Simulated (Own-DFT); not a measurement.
# How strain changes the stress of diamond-structure SiGeSn with randomly placed atoms, 64 atoms (Ge44Si16Sn4)

All numbers below are calculated, not measured. They come from Own-DFT, an in-house plane-wave density functional program, since retired, whose code no person has reviewed. Each row is one single-point run on a periodic cell that was not relaxed, without spin or spin-orbit coupling.

Settings of every run: PBE; PseudoDojo norm-conserving scalar-relativistic files; cutoff 49 hartree; 3 x 3 x 3 k mesh centred on Gamma; Fermi-Dirac smearing of 0.1 eV.

Known limits: forces on such cells moved up to 12 meV/angstrom on a denser k mesh; stress not checked against mesh or cutoff.

Unstrained cell vectors in Å: (11.306, 0.000, 0.000); (0.000, 11.306, 0.000); (0.000, 0.000, 11.306). The unstrained cell has measured lattice constants (interpolated for alloys), not those of this functional. That, the random moves and any unrelaxed bonds set the pressure at no strain. Each run strains this cell uniformly, with the atoms carried along. Every atom was also moved at random, by a Gaussian of width 0.05 Å on each axis. The random placing of the alloy's atoms differs from row to row. Strain is the symmetric tensor, in per cent. Stress is positive in tension, and the pressure is minus a third of its trace.

| run | e_xx (%) | e_yy (%) | e_zz (%) | s_xx (GPa) | s_yy (GPa) | s_zz (GPa) | P (GPa) | E (meV/atom) |
|---|---|---|---|---|---|---|---|---|
| 1 | 0.75 | 0.75 | 0.00 | -3.01 | -2.98 | -3.48 | 3.16 | 12.6 |
| 2 | 2.00 | 2.00 | 0.00 | -1.06 | -0.85 | -2.18 | 1.36 | 0.0 |
| 3 | -3.00 | -3.00 | 0.00 | -10.72 | -10.78 | -8.40 | 9.96 | 77.9 |
| 4 | -1.50 | -1.50 | 0.00 | -7.53 | -7.37 | -6.22 | 7.04 | 50.2 |
| 5 | -2.75 | -2.75 | 0.00 | -10.14 | -9.94 | -7.97 | 9.35 | 75.9 |
| 6 | 3.00 | 3.00 | 0.00 | 0.55 | 0.39 | -1.36 | 0.14 | 4.8 |
| 7 | -2.00 | -2.00 | 0.00 | -8.30 | -8.42 | -7.06 | 7.93 | 55.4 |
| 8 | -0.25 | -0.25 | 0.00 | -4.97 | -5.05 | -4.66 | 4.89 | 34.6 |
| 9 | -1.00 | -1.00 | 0.00 | ? | ? | ? | ? | ? |

E is the free energy for each atom above the lowest run shown.

## Worked fit

The change of volume is close to e_xx + e_yy + e_zz. A straight line through the runs shown gives P = 4.74 - 82 x (fractional change of volume) GPa, with an error of 3 on the slope and a scatter of 0.30 GPa. The strain isn't the same on all axes, but the crystal is cubic, so the slope still estimates the bulk modulus, averaged over pressures from 0.1 to 10.0 GPa.

## Withheld run

Question: what pressure should run 9 give? Its volume changes by -1.99 %.

The line gives 6.4 GPa. The calculation gave 5.89 GPa.
